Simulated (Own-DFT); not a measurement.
Simulation results for GaN (wurtzite, strained, atoms displaced), GaP (zincblende, strained, atoms displaced), SiC (2H silicon carbide, atoms displaced), GaAs (zincblende with one plane slipped along a stacking-fault path, atoms displaced)

Computed with Own-DFT development build. A calculation, not a measurement: plane-wave PBE density functional theory by an unreviewed code, no spin, of a simulated periodic cell, stress positive in tension, free energy of the whole cell less one offset for each atom, forces on such cells passed a denser k mesh, this cell's mesh not checked; offsets are fitted by least squares, one for each functional and potential file, so energies compare only between cells with the same atoms and settings and are not formation energies; the far tail of each file's local potential was reset to the Coulomb form; each entry is a single point on an unrelaxed cell, so the pressure reflects the starting lattice, mostly measured values (interpolated for alloys), from which strain is counted, and rises with the displacements; printed positions are rounded, which can move forces by about a meV/angstrom; the program, named Own-DFT, is a retired in-house code; no spin-orbit coupling.

Common to all runs: functional PBE.

(1) GaN (wurtzite, strained, atoms displaced)

```
cell vectors (Å)
  12.7560     0.0000     0.0000
  -4.7835     8.2853     0.0207
   0.0000     0.0259    10.3700
atoms (fractions of the cell vectors)
Ga  0.08571  0.22578  0.99169
Ga  0.17205  0.11706  0.24860
N   0.08645  0.22704  0.18517
N   0.17288  0.10691  0.42849
Ga  0.08679  0.21730  0.49196
Ga  0.17016  0.11004  0.75077
N   0.08099  0.21939  0.68615
N   0.17639  0.11913  0.94062
Ga  0.08167  0.54081  0.99870
Ga  0.16185  0.44050  0.24941
N   0.08648  0.56419  0.18965
N   0.17207  0.44578  0.43646
Ga  0.08156  0.54565  0.49871
Ga  0.16317  0.43557  0.75131
N   0.07172  0.54972  0.69010
N   0.16395  0.43634  0.94506
Ga  0.08175  0.89541  0.00193
Ga  0.17229  0.78094  0.25008
N   0.08585  0.88068  0.19330
N   0.16941  0.78584  0.43924
Ga  0.08485  0.88857  0.49939
Ga  0.16964  0.78072  0.75344
N   0.08194  0.89866  0.69677
N   0.17361  0.77549  0.93081
Ga  0.33147  0.23119  0.00334
Ga  0.41622  0.11953  0.24923
N   0.33704  0.23787  0.18577
N   0.41427  0.11281  0.44096
Ga  0.33437  0.22429  0.49490
Ga  0.41056  0.10283  0.75671
N   0.32634  0.21896  0.68630
N   0.41674  0.11035  0.93351
Ga  0.33887  0.55239  0.00568
Ga  0.41284  0.44524  0.25198
N   0.33669  0.54873  0.18890
N   0.42154  0.45252  0.43704
Ga  0.33253  0.55989  0.50053
Ga  0.42146  0.45074  0.75204
N   0.33890  0.55465  0.69404
N   0.42399  0.45313  0.93712
Ga  0.33173  0.87426  0.00305
Ga  0.41370  0.77164  0.24987
N   0.34025  0.89111  0.19738
N   0.40662  0.76253  0.43528
Ga  0.32783  0.87763  0.50742
Ga  0.41315  0.77466  0.74959
N   0.33728  0.90467  0.67806
N   0.41857  0.77468  0.93720
Ga  0.57809  0.21203  0.00298
Ga  0.66197  0.11222  0.25029
N   0.57927  0.23142  0.18911
N   0.65699  0.11116  0.43690
Ga  0.58599  0.23318  0.49866
Ga  0.67090  0.11386  0.74363
N   0.58775  0.22476  0.68858
N   0.67302  0.11860  0.93789
Ga  0.58167  0.55408  0.99638
Ga  0.67858  0.45108  0.25511
N   0.59105  0.56011  0.18188
N   0.66207  0.43987  0.43422
Ga  0.57632  0.55046  0.49988
Ga  0.68198  0.45253  0.74837
N   0.58806  0.55634  0.68614
N   0.66987  0.45616  0.93850
Ga  0.58552  0.89638  0.00117
Ga  0.66847  0.76981  0.24923
N   0.58618  0.89467  0.18893
N   0.66892  0.77780  0.43672
Ga  0.58001  0.89597  0.50110
Ga  0.66520  0.76854  0.75119
N   0.57357  0.88109  0.69027
N   0.67094  0.77553  0.94466
Ga  0.83085  0.22866  0.99591
Ga  0.91307  0.10184  0.24928
N   0.82876  0.22115  0.19419
N   0.91380  0.10600  0.43030
Ga  0.83161  0.21662  0.49834
Ga  0.91532  0.10688  0.74712
N   0.83011  0.23521  0.68521
N   0.91612  0.11304  0.93628
Ga  0.83374  0.57064  0.00402
Ga  0.91513  0.43996  0.25216
N   0.83062  0.55369  0.19464
N   0.92170  0.44283  0.44423
Ga  0.83995  0.56588  0.50332
Ga  0.90881  0.44449  0.75166
N   0.84127  0.56128  0.69757
N   0.91596  0.43967  0.93461
Ga  0.83086  0.88793  0.00169
Ga  0.91989  0.77935  0.24637
N   0.83308  0.88993  0.18463
N   0.91092  0.77229  0.43886
Ga  0.83655  0.89099  0.49607
Ga  0.92048  0.77050  0.74432
N   0.83808  0.89006  0.69152
N   0.91386  0.77630  0.93856
```

Settings of this run: potential files PseudoDojo norm-conserving, scalar-relativistic, standard set with the stringent files for Ga, wave cutoff 96 hartree, occupations Gaussian, smearing width 0.01 eV and k mesh 3 x 4 x 3 centred on Gamma.

Results for GaN (wurtzite, strained, atoms displaced): free energy of cell above offsets -4.347 eV; pressure 7.27 GPa; stress xx -6.2 GPa; stress yy -8.48 GPa; stress zz -7.12 GPa; stress yz 0.12 GPa; stress xz -0.13 GPa; stress xy -1.06 GPa.

Force:
```tsv
element	x (eV/Å)	y (eV/Å)	z (eV/Å)
Ga	-0.424	-2.115	1.276
Ga	-0.528	-0.615	-1.132
N	-0.391	-1.229	0.064
N	-1.414	0.244	1.319
Ga	-0.379	0.138	0.568
Ga	-1.13	0.953	0.374
N	0.39	-0.097	-0.455
N	-1.695	-1.11	-0.422
Ga	-1.294	1.69	0.141
Ga	0.504	0.791	-0.27
N	0.071	-1.309	-0.326
N	-0.744	-0.883	0.125
Ga	0.385	1.414	0.794
Ga	-0.299	1.003	-0.189
N	2.108	0.921	-0.222
N	1.402	1.819	-1.448
Ga	1.086	-0.801	-0.285
Ga	0.351	-0.124	0.655
N	-0.907	1.682	-1.075
N	-0.105	-1.823	0.032
Ga	-0.355	0.074	0.442
Ga	-0.408	-0.465	-1.665
N	1.507	-1.461	-1.589
N	-1.251	-0.403	2.12
Ga	2.246	0.071	-0.7
Ga	0.277	-0.369	0.848
N	0.253	-1.9	0.208
N	0.712	-0.416	-0.592
Ga	0.381	0.251	1.018
Ga	0.529	2.566	-1.635
N	1.521	1.227	-0.048
N	-0.53	-0.442	2.242
Ga	-0.867	0.37	-0.818
Ga	2.661	0.995	0.401
N	-2.213	1.142	-0.19
N	-1.585	-1.227	0.064
Ga	1.11	-1.721	1.029
Ga	0.762	-1.399	-0.493
N	-2.002	-0.012	-0.912
N	-1.014	-1.232	-0.147
Ga	-0.284	1.515	0.256
Ga	1.172	0.315	0.032
N	-1.024	0.301	-1.504
N	0.39	2.681	0.324
Ga	0.356	1.454	-3.068
Ga	-0.528	0.342	0.261
N	0.237	-2.681	2.85
N	0.019	-0.09	0.348
Ga	0.031	1.742	-0.643
Ga	-0.29	0.052	-0.123
N	1.156	-0.507	-0.172
N	1.422	0.278	0.206
Ga	-0.802	-1.783	0.945
Ga	-1.258	-0.954	0.771
N	-0.789	0.366	0.103
N	-1.306	-1.076	-0.581
Ga	1.109	0.566	0.985
Ga	-3.13	-1.066	-0.843
N	-0.734	-1.125	1.034
N	0.857	2.107	1.315
Ga	1.675	1.372	0.006
Ga	-2.719	-1.653	0.952
N	0.061	-0.767	0.135
N	0.909	-1.478	-0.363
Ga	0.826	-0.601	-0.171
Ga	-1.07	0.877	0.066
N	-0.166	-0.962	0.117
N	-0.7	0.201	0.479
Ga	0.495	-1.485	-0.351
Ga	-0.096	1.456	0.224
N	1.709	0.993	-0.288
N	-1.689	0.589	-1.304
Ga	1.345	-0.673	1.321
Ga	-0.186	1.426	-1.213
N	0.677	0.005	-0.854
N	0.617	0.762	1.355
Ga	-0.653	0.265	-0.174
Ga	-0.537	0.787	0.363
N	1.808	-1.892	-0.484
N	0.107	-0.094	0.183
Ga	0.585	-2.504	0.208
Ga	0.263	0.584	0.109
N	2.355	1.296	-1.104
N	-1.641	-0.212	-0.959
Ga	-0.231	-2.385	-0.078
Ga	2.277	-0.492	0.541
N	-0.911	-0.011	-2.639
N	-0.545	1.627	1.052
Ga	0.44	0.837	-0.82
Ga	-0.39	-0.204	0.52
N	0.94	-0.52	0.641
N	1.224	1.554	-0.527
Ga	-0.999	-0.663	1.014
Ga	-1.317	2.411	1.673
N	-0.668	-0.827	-0.915
N	0.884	1.737	-0.318
```

(2) GaP (zincblende, strained, atoms displaced)

```
cell vectors (Å)
  10.8620     0.0000     0.0000
   0.0000    10.8620     0.0000
   0.0000     0.0000    10.9439
atoms (fractions of the cell vectors)
Ga  0.98695  0.00164  0.98260
Ga  0.99918  0.25858  0.24729
Ga  0.25709  0.00457  0.25888
Ga  0.25802  0.23769  0.99477
P   0.12289  0.11201  0.12030
P   0.11774  0.37802  0.37059
P   0.37030  0.12327  0.37304
P   0.36801  0.37612  0.12772
Ga  0.00680  0.99134  0.50635
Ga  0.99646  0.24752  0.74356
Ga  0.25121  0.00281  0.74691
Ga  0.24977  0.25434  0.49334
P   0.13452  0.13359  0.62420
P   0.13357  0.37729  0.86411
P   0.37198  0.12487  0.86645
P   0.37059  0.36542  0.62735
Ga  0.98808  0.50083  0.00657
Ga  0.99456  0.75605  0.24386
Ga  0.24242  0.50418  0.23892
Ga  0.24352  0.75333  0.00568
P   0.13630  0.62867  0.11892
P   0.12226  0.87061  0.38314
P   0.36489  0.62303  0.36786
P   0.37304  0.87603  0.12611
Ga  0.99079  0.48170  0.50541
Ga  0.99004  0.74571  0.74766
Ga  0.25136  0.48647  0.74905
Ga  0.24128  0.75617  0.49960
P   0.12616  0.62439  0.61083
P   0.12128  0.87702  0.87090
P   0.38286  0.61966  0.86903
P   0.37247  0.88433  0.61771
Ga  0.49287  0.99314  0.99949
Ga  0.50294  0.24650  0.23962
Ga  0.74822  0.98642  0.23647
Ga  0.76177  0.23277  0.00283
P   0.62773  0.12137  0.11951
P   0.62314  0.37968  0.38947
P   0.87152  0.12656  0.37808
P   0.86433  0.37206  0.12139
Ga  0.50079  0.00620  0.50181
Ga  0.49966  0.25430  0.76042
Ga  0.73986  0.00469  0.74959
Ga  0.75385  0.25611  0.50021
P   0.63080  0.12103  0.63012
P   0.62991  0.36621  0.88018
P   0.87919  0.14370  0.87708
P   0.88500  0.36741  0.61957
Ga  0.49783  0.50423  0.99551
Ga  0.49789  0.75797  0.24981
Ga  0.74737  0.50082  0.24189
Ga  0.74810  0.75110  0.99995
P   0.62144  0.62345  0.12724
P   0.63526  0.86938  0.36032
P   0.86767  0.62775  0.38569
P   0.87225  0.87428  0.12563
Ga  0.51598  0.50928  0.49952
Ga  0.49530  0.74350  0.75163
Ga  0.75952  0.48923  0.75617
Ga  0.74770  0.74875  0.51007
P   0.62541  0.62665  0.62263
P   0.63342  0.87813  0.87670
P   0.86317  0.61014  0.87241
P   0.86735  0.89105  0.61675
```

Settings of this run: potential files PseudoDojo norm-conserving, scalar-relativistic, standard set, wave cutoff 42 hartree, occupations Fermi-Dirac, smearing width 0.1 eV, hardware one NVIDIA H100 and k mesh 3 x 3 x 3 centred on Gamma.

The calculation gives: free energy of cell above offsets -29.294 eV; pressure 4.44 GPa; stress xx -4.53 GPa; stress yy -4.59 GPa; stress zz -4.2 GPa; stress yz 0.42 GPa; stress xz 0.58 GPa; stress xy -0.3 GPa; wall time 558.2 s.

Force:
```tsv
element	x (eV/Å)	y (eV/Å)	z (eV/Å)
Ga	0.994	-0.501	1.28
Ga	-0.288	-1.541	-0.257
Ga	-1.784	-1.297	-1.048
Ga	-1.318	0.958	0.75
P	-0.126	0.9	0.202
P	0.86	0.241	-0.065
P	1.659	1.296	0.579
P	0.783	-0.487	-1.024
Ga	0.086	2.031	-0.558
Ga	1.877	0.453	0.292
Ga	-0.462	-0.257	-0.17
Ga	-0.101	0.15	-0.315
P	-1.132	-1.04	-0.172
P	-2.158	-1.331	2.328
P	1.109	-0.929	0.76
P	1.511	0.922	-0.795
Ga	1.499	-0.26	-0.805
Ga	0.81	-1.089	1.268
Ga	0.441	-0.784	1.455
Ga	1.328	0.727	-1.835
P	-3.149	-0.333	0.396
P	-0.209	0.876	-2.083
P	1.028	0.579	0.803
P	-0.339	0.028	0.119
Ga	1.716	3.033	-1.932
Ga	0.318	-0.009	-0.621
Ga	0.541	2.202	-1.302
Ga	1.512	-0.875	-0.002
P	-0.77	-0.96	1.773
P	-0.066	-0.5	-0.258
P	-1.995	0.356	0.496
P	0.297	-1.295	0.714
Ga	0.419	0.731	-0.633
Ga	-0.213	0.643	1.191
Ga	-0.005	2.194	1.332
Ga	-2.155	1.841	0.824
P	-0.446	-0.558	0.071
P	0.605	-1.162	-2.473
P	0.532	-0.676	-0.887
P	0.818	0.164	0.63
Ga	0.757	-0.376	-0.875
Ga	0.28	-0.531	-1.215
Ga	1.733	-0.252	0.832
Ga	-0.508	-1.041	-0.006
P	-1.433	2.02	-1.007
P	0.112	0.455	0.395
P	0.151	-2.449	-2.081
P	-2.328	-0.459	1.96
Ga	0.603	-0.965	0.798
Ga	-0.326	-1.253	0.074
Ga	-0.123	0.101	1.633
Ga	-0.043	-0.879	0.205
P	-0.337	0.606	-0.605
P	-1.165	0.233	2.202
P	0.862	-0.852	-1.292
P	0.924	-0.222	-2.061
Ga	-2.969	-0.213	-0.036
Ga	0.737	1.423	-0.824
Ga	-1.688	-1.082	-1.818
Ga	0.118	0.91	-1.012
P	0.568	-0.044	1.927
P	-1.349	-0.562	-0.132
P	1.534	2.505	1.183
P	-0.136	-1.511	1.732
```

(3) GaP (zincblende, strained, atoms displaced)

```
cell vectors (Å)
  10.8620     0.0000     0.0000
   0.0000    10.8620     0.0000
   0.0000     0.0000    10.9439
atoms (fractions of the cell vectors)
Ga  0.99140  0.00415  0.00556
Ga  0.00524  0.24583  0.24114
Ga  0.24287  0.00913  0.25591
Ga  0.23284  0.24949  0.98481
P   0.12019  0.11194  0.12659
P   0.12445  0.37188  0.37112
P   0.37582  0.13100  0.37995
P   0.36808  0.38624  0.12375
Ga  0.00728  0.99797  0.50300
Ga  0.00191  0.25093  0.75411
Ga  0.24683  0.00979  0.75399
Ga  0.24708  0.24309  0.48865
P   0.12427  0.11726  0.61895
P   0.11483  0.37377  0.88145
P   0.37191  0.11191  0.88882
P   0.37777  0.36791  0.62799
Ga  0.00561  0.51155  0.00765
Ga  0.00716  0.74618  0.24791
Ga  0.24015  0.49539  0.22628
Ga  0.24635  0.75364  0.99850
P   0.12715  0.61198  0.12570
P   0.13312  0.88270  0.37274
P   0.36453  0.62068  0.36026
P   0.37180  0.87507  0.13088
Ga  0.00208  0.49793  0.51022
Ga  0.99894  0.74797  0.75085
Ga  0.24310  0.50760  0.74917
Ga  0.24093  0.76033  0.50300
P   0.11436  0.62529  0.62062
P   0.12498  0.87646  0.87430
P   0.36449  0.61667  0.86666
P   0.37739  0.87409  0.62785
Ga  0.48873  0.99566  0.00128
Ga  0.48841  0.25759  0.25053
Ga  0.75532  0.00509  0.24643
Ga  0.75085  0.25465  0.99384
P   0.62337  0.11956  0.13046
P   0.61901  0.37759  0.37613
P   0.86931  0.11452  0.37318
P   0.88439  0.38096  0.13596
Ga  0.49206  0.00333  0.50392
Ga  0.49577  0.26510  0.74813
Ga  0.74061  0.00057  0.74686
Ga  0.75278  0.25062  0.51008
P   0.62067  0.12810  0.62285
P   0.62790  0.36874  0.87536
P   0.87582  0.12700  0.88787
P   0.87483  0.37172  0.62364
Ga  0.50521  0.49925  0.00466
Ga  0.49810  0.74922  0.26488
Ga  0.73714  0.51101  0.23674
Ga  0.75507  0.74493  0.00009
P   0.62686  0.63193  0.13706
P   0.63730  0.88735  0.37650
P   0.86700  0.63150  0.37116
P   0.87307  0.87347  0.12912
Ga  0.49410  0.49244  0.50021
Ga  0.51302  0.74631  0.75781
Ga  0.75367  0.49629  0.74214
Ga  0.75254  0.74471  0.50009
P   0.61711  0.61816  0.61559
P   0.62486  0.87739  0.88317
P   0.87351  0.62739  0.87731
P   0.86645  0.87679  0.62252
```

It was run with potential files PseudoDojo norm-conserving, scalar-relativistic, standard set, wave cutoff 42 hartree, occupations Fermi-Dirac, smearing width 0.1 eV, hardware one NVIDIA H100 and k mesh 3 x 3 x 3 centred on Gamma.

The calculation gives: free energy of cell above offsets -29.834 eV; pressure 4.28 GPa; stress xx -4.64 GPa; stress yy -4.47 GPa; stress zz -3.74 GPa; stress yz 0.19 GPa; stress xz -1.37 GPa; stress xy 0.84 GPa; wall time 517.6 s.

Force:
```tsv
element	x (eV/Å)	y (eV/Å)	z (eV/Å)
Ga	0.344	-1.553	-0.274
Ga	-0.701	-0.414	1.375
Ga	1.793	-0.174	-0.354
Ga	1.708	-1.122	2.034
P	0.501	1.646	-0.715
P	-0.086	0.5	0.062
P	0.144	-0.928	-1.174
P	0.952	-2.502	-1.636
Ga	-1.666	-0.681	-0.927
Ga	-0.494	-0.828	-0.453
Ga	0.473	-1.185	-0.368
Ga	-0.357	0.96	1.352
P	0.321	1.718	1.108
P	-0.072	1.616	-1.401
P	-0.57	2.688	-1.913
P	-2.57	1.273	-1.098
Ga	-1.976	-1.501	-1.147
Ga	-0.371	0.366	0.452
Ga	0.96	-0.775	3.777
Ga	0.497	-0.478	0.229
P	-0.694	4.114	-0.918
P	-1.448	-0.996	0.231
P	-0.455	-0.269	1.782
P	-0.216	-0.386	0.351
Ga	-1.004	-0.388	-2.241
Ga	-0.521	0.901	-0.016
Ga	-0.513	-1.672	-0.906
Ga	1.181	-1.007	-0.292
P	1.196	0.729	0.698
P	-0.793	0.24	0.066
P	1.851	1.46	1.658
P	-0.252	-0.096	0.649
Ga	1.495	-0.614	1.493
Ga	0.811	-0.222	-0.275
Ga	-0.674	-0.704	-0.265
Ga	0.238	-0.317	2.118
P	-0.653	1.21	-0.99
P	0.989	-0.316	-0.359
P	1.553	1.819	1.048
P	-1.389	0.202	-1.293
Ga	0.861	-0.521	-0.468
Ga	0.876	-2.503	1.346
Ga	0.548	0.3	0.58
Ga	-0.654	-0.582	-1.87
P	-0.373	0.331	0.811
P	-0.332	1.483	-0.269
P	-0.401	-0.159	-2.098
P	0.837	-0.002	0.659
Ga	-0.182	0.507	-0.467
Ga	0.417	1.188	-0.209
Ga	2.235	-2.534	2.612
Ga	-0.681	0.805	0.67
P	-1.998	1.507	-2.835
P	-1.543	-1.024	0.531
P	1.276	-1.263	-0.037
P	0.563	-0.432	-0.437
Ga	-0.784	0.513	-0.836
Ga	-1.051	-0.187	-0.561
Ga	-0.743	0.519	0.614
Ga	-0.864	0.751	0.032
P	0.909	0.531	0.916
P	0.194	-0.318	-0.154
P	0.377	-0.947	-0.603
P	0.979	-0.275	0.607
```

(4) SiC (2H silicon carbide, atoms displaced)

```
cell vectors (Å)
   6.1654     0.0000     0.0000
  -3.0827     5.3394     0.0000
   0.0000     0.0000    10.0681
atoms (fractions of the cell vectors)
Si  0.03189  0.02783  0.00935
Si  0.16512  0.30451  0.24711
C   0.01444  0.00384  0.18814
C   0.16134  0.33644  0.45016
Si  0.03745  0.03467  0.50893
Si  0.15745  0.32878  0.73526
C   0.00220  0.00047  0.71177
C   0.20030  0.35006  0.93441
Si  0.01717  0.50470  0.99896
Si  0.18652  0.85860  0.26708
C   0.00293  0.52232  0.18612
C   0.14613  0.82451  0.44564
Si  0.99923  0.48882  0.49646
Si  0.19146  0.86208  0.73679
C   0.00338  0.50940  0.68106
C   0.16792  0.84264  0.92629
Si  0.46553  0.01339  0.01396
Si  0.63551  0.31996  0.24736
C   0.51945  0.01864  0.18906
C   0.65625  0.31846  0.42931
Si  0.48993  0.01798  0.50516
Si  0.66974  0.31901  0.75183
C   0.50417  0.01596  0.69532
C   0.67940  0.35043  0.93330
Si  0.49073  0.47194  0.01624
Si  0.68851  0.83066  0.22945
C   0.49643  0.47303  0.18626
C   0.64011  0.84931  0.43325
Si  0.50630  0.49416  0.49806
Si  0.69370  0.83367  0.76213
C   0.48515  0.51202  0.68732
C   0.65147  0.82397  0.94106
```

It was run with potential files PseudoDojo norm-conserving, scalar-relativistic, standard set, wave cutoff 42 hartree, occupations Fermi-Dirac, smearing width 0.1 eV, hardware one NVIDIA H100 and k mesh 5 x 5 x 3 centred on Gamma.

Results for SiC (2H silicon carbide, atoms displaced): free energy of cell above offsets 4.771 eV; pressure 9.62 GPa; stress xx -8.09 GPa; stress yy -11.18 GPa; stress zz -9.59 GPa; stress yz -0.2 GPa; stress xz -0.52 GPa; stress xy -0.09 GPa; wall time 131.6 s.

Force:
```tsv
element	x (eV/Å)	y (eV/Å)	z (eV/Å)
Si	-2.215	-2.528	-4.312
Si	-3.057	5.498	2.187
C	0.847	-1.832	0.119
C	2.995	0.622	-3.598
Si	-4	-5.042	0.716
Si	0.717	2.815	3.297
C	1.009	1.21	-4.865
C	-3.201	-1.343	0.155
Si	-0.882	0.837	-0.513
Si	0.762	-2.954	-2.529
C	1.043	-1.262	1.525
C	0.759	1.508	0.469
Si	-2.875	1.084	0.643
Si	-0.854	-3.683	3.414
C	-0.552	-0.416	0.656
C	-0.351	-0.555	1.86
Si	4.452	-0.677	-4.336
Si	6.559	1.859	1.816
C	-0.504	-3.556	0.355
C	-0.278	2.392	0.958
Si	1.835	-2.67	0.172
Si	-1.607	4.588	0.414
C	2.902	-1.496	-2.82
C	0.575	-1.453	1.95
Si	1.459	4.168	-6.002
Si	-3.465	-0.241	3.29
C	-3.53	2.872	1.974
C	3.628	-1.584	-0.341
Si	-1.297	3.379	0.689
Si	-4.658	-2.142	0.119
C	3.207	-0.725	-0.794
C	0.578	1.326	3.336
```

(5) GaAs (zincblende with one plane slipped along a stacking-fault path, atoms displaced)

```
cell vectors (Å)
   5.6533    -5.6533     0.0000
   0.0000     5.6533    -5.6533
  12.1546    12.1546     9.6106
atoms (fractions of the cell vectors)
Ga  0.00091  0.00414  0.99880
As  0.98301  0.95913  0.12163
Ga  0.15430  0.29908  0.16007
As  0.12426  0.24935  0.29525
Ga  0.30025  0.07178  0.33186
As  0.27410  0.03421  0.46021
Ga  0.06490  0.13876  0.49529
As  0.04776  0.11140  0.62760
Ga  0.20487  0.43123  0.66998
As  0.20903  0.39830  0.78648
Ga  0.36374  0.21859  0.84139
As  0.32770  0.16877  0.96131
Ga  0.00226  0.50453  0.99939
As  0.99302  0.48807  0.12082
Ga  0.14077  0.78110  0.16597
As  0.12627  0.75703  0.29137
Ga  0.29535  0.57047  0.32637
As  0.25990  0.53083  0.46221
Ga  0.07586  0.64868  0.49666
As  0.06834  0.61654  0.62671
Ga  0.20763  0.94225  0.66806
As  0.19884  0.90478  0.78907
Ga  0.35704  0.71755  0.83103
As  0.31848  0.66696  0.96027
Ga  0.49363  0.00009  0.00034
As  0.46297  0.94290  0.12546
Ga  0.62946  0.27797  0.16439
As  0.62792  0.24434  0.28588
Ga  0.77676  0.07629  0.33148
As  0.76894  0.04156  0.46266
Ga  0.56903  0.14520  0.49820
As  0.55715  0.10853  0.62623
Ga  0.71203  0.42696  0.66449
As  0.70735  0.40020  0.79010
Ga  0.86589  0.21868  0.83735
As  0.84475  0.15547  0.95811
Ga  0.50867  0.50822  0.99973
As  0.46264  0.44897  0.12754
Ga  0.63795  0.77954  0.16659
As  0.61889  0.74339  0.29415
Ga  0.78056  0.58091  0.33573
As  0.76045  0.53101  0.45853
Ga  0.56808  0.64683  0.50550
As  0.54297  0.60008  0.62507
Ga  0.72075  0.93766  0.66807
As  0.70720  0.88949  0.79357
Ga  0.85959  0.71844  0.83456
As  0.84960  0.66456  0.95928
```

It was run with potential files PseudoDojo norm-conserving, scalar-relativistic, standard set, wave cutoff 42 hartree, occupations Fermi-Dirac, smearing width 0.1 eV and k mesh 4 x 4 x 2 centred on Gamma.

The calculation gives: free energy of cell above offsets -15.072 eV; pressure 4.83 GPa; stress xx -6.03 GPa; stress yy -5.37 GPa; stress zz -3.1 GPa; stress yz -0.23 GPa; stress xz -0.68 GPa; stress xy 1.76 GPa.

Force:
```tsv
element	x (eV/Å)	y (eV/Å)	z (eV/Å)
Ga	0.423	-1.068	1.939
As	0.148	0.928	-0.046
Ga	-1.64	2.079	2.212
As	-0.806	-1.089	-0.079
Ga	-0.186	0.811	-0.003
As	-2.59	-0.783	1.049
Ga	2.92	0.965	-1.08
As	-0.372	-0.675	-1.009
Ga	-0.344	-1.243	-0.407
As	1.058	1.336	1.39
Ga	-0.715	-1.061	-0.94
As	1.108	0.183	-0.811
Ga	-0.329	-0.803	1.938
As	-0.96	-0.323	2.188
Ga	0.252	1.422	-0.132
As	-0.302	-0.384	0.59
Ga	-0.294	1.945	0.891
As	-1.009	-2.766	0.614
Ga	0.815	2.101	-0.785
As	-1.192	0.823	-0.605
Ga	0.211	-0.974	0.031
As	0.835	0.43	0.613
Ga	0.107	0.076	-0.018
As	1.169	-1.498	-1.452
Ga	0.135	-0.758	0.451
As	1.035	-0.404	-1.233
Ga	0.161	-1.017	-0.236
As	0.431	1.288	-0.865
Ga	1.067	-0.452	0.93
As	-2.844	-1.556	1.118
Ga	2.416	1.454	-1.044
As	-0.65	0.212	-0.018
Ga	0.515	-0.073	-0.388
As	0.017	0.352	0.676
Ga	-0.609	-0.828	-0.654
As	-0.94	2.561	-1.232
Ga	-0.386	0.142	0.394
As	1.668	-1.692	-2.102
Ga	0.281	-0.195	0.107
As	0.256	-0.437	-1.618
Ga	0.192	-1.265	0.487
As	-0.571	-0.398	1.085
Ga	0.316	0.207	-1.442
As	1.09	0.687	0.099
Ga	-0.529	-0.07	0.971
As	-0.595	1.138	-0.626
Ga	0.376	-0.822	0.406
As	-1.142	1.495	-1.352
```
